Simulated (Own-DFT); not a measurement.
# One host, several defects: C11b WSi2

Calculated, not measured: single-point runs of Own-DFT, a retired in-house plane-wave DFT program that no person has reviewed, on unrelaxed cells, without spin or spin-orbit coupling.

Method: PBE; PseudoDojo norm-conserving scalar-relativistic files; cutoff 50 hartree; 5 x 5 x 5 k mesh centred on Gamma; cold (Marzari-Vanderbilt) smearing of 0.2 eV.

Limits: forces on such cells failed a check on a denser k mesh; stress not checked against mesh or cutoff.

All runs share one cell, with vectors in Å (-2.148, -5.953, 3.409); (-6.444, 2.976, 1.136); (-2.553, -2.948, -6.757) and a volume of 403.2 Å³. u is the rms random offset of the atoms per axis. The defect's site can differ from row to row.

```
              cell  formula   u (Å)  P (GPa)
         no defect  Si20W10  0.0200     4.38
         no defect  Si20W10  0.0201     4.52
         no defect  Si20W10  0.0473     5.67
one W on a Si site  Si19W11  0.0290     9.90
one W on a Si site  Si19W11  0.0466    10.76
one W on a Si site  Si19W11  0.0532    11.03
     one W vacancy   Si20W9  0.0281     3.65
     one W vacancy   Si20W9  0.0504     4.74
     one W vacancy   Si20W9  0.0507     4.61
    one Si vacancy  Si19W10  0.0285     3.05
    one Si vacancy  Si19W10  0.0313     3.47
    one Si vacancy  Si19W10  0.0465        ?
    one Si vacancy  Si19W10  0.0501     4.22
one Si on a W site   Si21W9  0.0275     6.06
one Si on a W site   Si21W9  0.0463     7.67
one Si on a W site   Si21W9  0.0552     7.85
```

## Analysis

P = P0 + c u² + a shift for each defect gives P0 = 4.19 GPa, c = 661 ± 60 GPa/Å² and a scatter of 0.20 GPa. The shifts, and each times the cell's volume:

- one W on a Si site: 5.09 ± 0.17 GPa, 12.8 eV
- one Si on a W site: 1.70 ± 0.17 GPa, 4.3 eV
- one W vacancy: -1.15 ± 0.17 GPa, -2.9 eV
- one Si vacancy: -1.56 ± 0.16 GPa, -3.9 eV

A positive shift means that the defect pushes the cell outwards. Shift times volume (160.2 GPa Å³ is 1 eV) depends little on the cell's size, so, taken for each site, it can be compared between cells at like pressure. The atoms around the defects weren't relaxed, which would change these numbers.

## Withheld run

Asked: what pressure belongs in the blank (one Si vacancy, u = 0.0465 Å)?

The fit gives 4.06 ± 0.23 GPa. The hidden result is 3.65 GPa.
